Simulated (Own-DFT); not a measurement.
Simulation results for GaP (zincblende, strained, atoms displaced)

Computed with Own-DFT development build. A calculation, not a measurement: plane-wave PBE density functional theory by an unreviewed code, no spin, of a simulated periodic cell, stress positive in tension, free energy of the whole cell less one offset for each atom, forces on such cells passed a denser k mesh, this cell's mesh not checked; offsets are fitted by least squares, one for each functional and potential file, so energies compare only between cells with the same atoms and settings and are not formation energies; the far tail of each file's local potential was reset to the Coulomb form; each entry is a single point on an unrelaxed cell, so the pressure reflects the starting lattice, mostly measured values (interpolated for alloys), from which strain is counted, and rises with the displacements; printed positions are rounded, which can move forces by about a meV/angstrom; the program, named Own-DFT, is a retired in-house code; no spin-orbit coupling.

```json
{"formula": "GaP", "kind": "zincblende, strained, atoms displaced", "structure": {"cell_angstrom": [[10.862, 0.0, 0.0], [0.0, 10.862, 0.0], [0.0, 0.0, 10.9439]], "atoms_fractional": [["Ga", 0.99954, 0.00259, 0.99426], ["Ga", 0.00365, 0.24795, 0.25065], ["Ga", 0.24261, 0.99057, 0.24472], ["Ga", 0.24813, 0.24386, 0.01411], ["P", 0.13428, 0.11643, 0.12028], ["P", 0.12525, 0.37368, 0.36966], ["P", 0.3802, 0.11962, 0.38576], ["P", 0.36403, 0.37116, 0.12549], ["Ga", 0.00438, 0.99275, 0.50146], ["Ga", 0.00105, 0.25447, 0.74987], ["Ga", 0.24577, 0.00233, 0.74506], ["Ga", 0.24674, 0.25435, 0.50749], ["P", 0.12598, 0.12153, 0.63025], ["P", 0.11748, 0.39055, 0.86619], ["P", 0.37181, 0.11723, 0.87024], ["P", 0.37157, 0.37896, 0.62015], ["Ga", 0.99639, 0.50931, 0.00731], ["Ga", 0.99912, 0.75423, 0.25051], ["Ga", 0.26019, 0.5124, 0.2467], ["Ga", 0.25025, 0.73732, 0.00068], ["P", 0.11982, 0.62538, 0.13031], ["P", 0.11811, 0.86465, 0.3673], ["P", 0.37918, 0.62402, 0.37753], ["P", 0.37893, 0.8841, 0.10938], ["Ga", 0.00437, 0.49669, 0.50129], ["Ga", 0.99775, 0.75011, 0.75308], ["Ga", 0.25409, 0.50627, 0.74885], ["Ga", 0.2466, 0.75195, 0.50531], ["P", 0.11976, 0.61946, 0.62279], ["P", 0.12009, 0.87489, 0.87287], ["P", 0.37716, 0.63815, 0.87797], ["P", 0.36715, 0.87034, 0.62145], ["Ga", 0.48655, 0.99868, 0.01334], ["Ga", 0.50243, 0.25043, 0.23647], ["Ga", 0.7504, 0.99683, 0.24528], ["Ga", 0.7488, 0.24704, 0.99336], ["P", 0.62605, 0.13727, 0.12108], ["P", 0.61665, 0.38045, 0.37483], ["P", 0.86143, 0.1414, 0.37032], ["P", 0.87278, 0.37087, 0.11946], ["Ga", 0.50516, 0.00284, 0.5021], ["Ga", 0.50407, 0.24497, 0.73456], ["Ga", 0.75035, 0.00239, 0.74669], ["Ga", 0.76414, 0.25685, 0.49438], ["P", 0.63362, 0.12383, 0.6339], ["P", 0.6293, 0.3663, 0.88265], ["P", 0.87128, 0.12232, 0.89107], ["P", 0.88364, 0.37168, 0.62102], ["Ga", 0.49075, 0.50299, 0.99366], ["Ga", 0.50182, 0.75444, 0.24425], ["Ga", 0.74266, 0.51493, 0.23648], ["Ga", 0.75332, 0.75381, 0.99694], ["P", 0.62141, 0.63895, 0.13124], ["P", 0.62045, 0.87433, 0.38023], ["P", 0.86874, 0.63641, 0.36723], ["P", 0.89104, 0.8822, 0.13059], ["Ga", 0.50703, 0.4918, 0.50334], ["Ga", 0.49608, 0.75818, 0.76373], ["Ga", 0.74817, 0.49951, 0.7529], ["Ga", 0.75599, 0.74167, 0.50906], ["P", 0.62795, 0.62165, 0.62511], ["P", 0.61895, 0.88148, 0.86038], ["P", 0.87666, 0.61672, 0.87272], ["P", 0.88603, 0.87027, 0.60807]]}, "settings": {"functional": "PBE", "potential_files": "PseudoDojo norm-conserving, scalar-relativistic, standard set", "wave_cutoff [hartree]": 42.0, "occupations": "Fermi-Dirac", "smearing_width [eV]": 0.1, "k_mesh": "3 x 3 x 3 centred on Gamma"}, "results": {"free_energy_of_cell_above_offsets [eV]": "-29.021", "pressure [GPa]": 4.56, "stress_xx [GPa]": -4.86, "stress_yy [GPa]": -4.87, "stress_zz [GPa]": -3.93, "stress_yz [GPa]": -0.1, "stress_xz [GPa]": 0.17, "stress_xy [GPa]": -0.35, "force_element": ["Ga", "Ga", "Ga", "Ga", "P", "P", "P", "P", "Ga", "Ga", "Ga", "Ga", "P", "P", "P", "P", "Ga", "Ga", "Ga", "Ga", "P", "P", "P", "P", "Ga", "Ga", "Ga", "Ga", "P", "P", "P", "P", "Ga", "Ga", "Ga", "Ga", "P", "P", "P", "P", "Ga", "Ga", "Ga", "Ga", "P", "P", "P", "P", "Ga", "Ga", "Ga", "Ga", "P", "P", "P", "P", "Ga", "Ga", "Ga", "Ga", "P", "P", "P", "P"], "force_x [eV/angstrom]": [0.901, -0.199, 1.29, 0.082, -1.997, 0.668, -1.096, 1.227, 0.326, -0.111, 0.491, -0.101, -0.885, 0.813, 0.307, 0.592, 0.037, -0.538, -0.86, -1.134, 0.668, 1.52, 0.201, -3.176, -0.588, -0.006, -0.058, -0.44, 0.674, 0.708, -0.364, 1.169, 3.638, -0.873, -0.541, 0.393, 0.04, 1.583, 2.151, 0.063, 0.021, -0.981, 1.504, -2.451, 0.123, -1.563, 0.433, -0.968, 0.88, -1.27, 0.858, -0.074, -0.055, 0.986, 0.594, -1.617, -0.749, -0.098, 0.079, -0.881, -0.809, 1.267, -0.48, -1.325], "force_y [eV/angstrom]": [-0.501, -0.081, 0.097, 0.689, 0.163, 0.564, 0.904, 1.125, 1.783, -0.783, -1.113, -0.737, 0.734, -0.938, 1.172, -0.088, -1.208, -1.101, -0.955, 1.792, 0.296, 1.307, 0.797, -4.041, 0.206, -0.282, 0.057, -1.012, 1.004, -0.324, -1.927, 0.872, 3.423, 0.381, 0.516, 0.446, -2.214, -0.829, -2.91, 0.648, -0.466, 0.716, -0.83, 0.967, 0.559, 1.424, 0.113, 0.748, -0.617, 0.991, -1.637, 0.383, -0.765, -0.217, -1.643, -0.147, 1.123, -0.544, -0.939, 0.587, 0.281, 0.662, 1.342, -0.022], "force_z [eV/angstrom]": [0.657, -0.644, 1.045, -2.869, 0.873, 0.231, -1.546, -0.13, -1.493, 0.62, 0.683, -1.077, -0.843, 1.493, 0.43, 1.0, -0.493, -0.316, 0.613, 0.483, -0.055, 1.312, 0.215, 3.59, -1.366, -0.517, 0.054, -1.046, 0.51, 0.18, -0.729, 0.818, -3.623, 2.025, 0.615, 1.22, -0.177, -1.205, -1.027, 0.561, 0.763, 1.724, 0.41, 1.156, -2.419, -1.721, -2.706, 0.671, 0.925, 1.3, 1.34, -0.216, -2.642, -0.342, 0.395, -1.133, -0.017, -2.567, -0.28, -1.068, 0.951, 2.544, 0.312, 2.546]}}
```
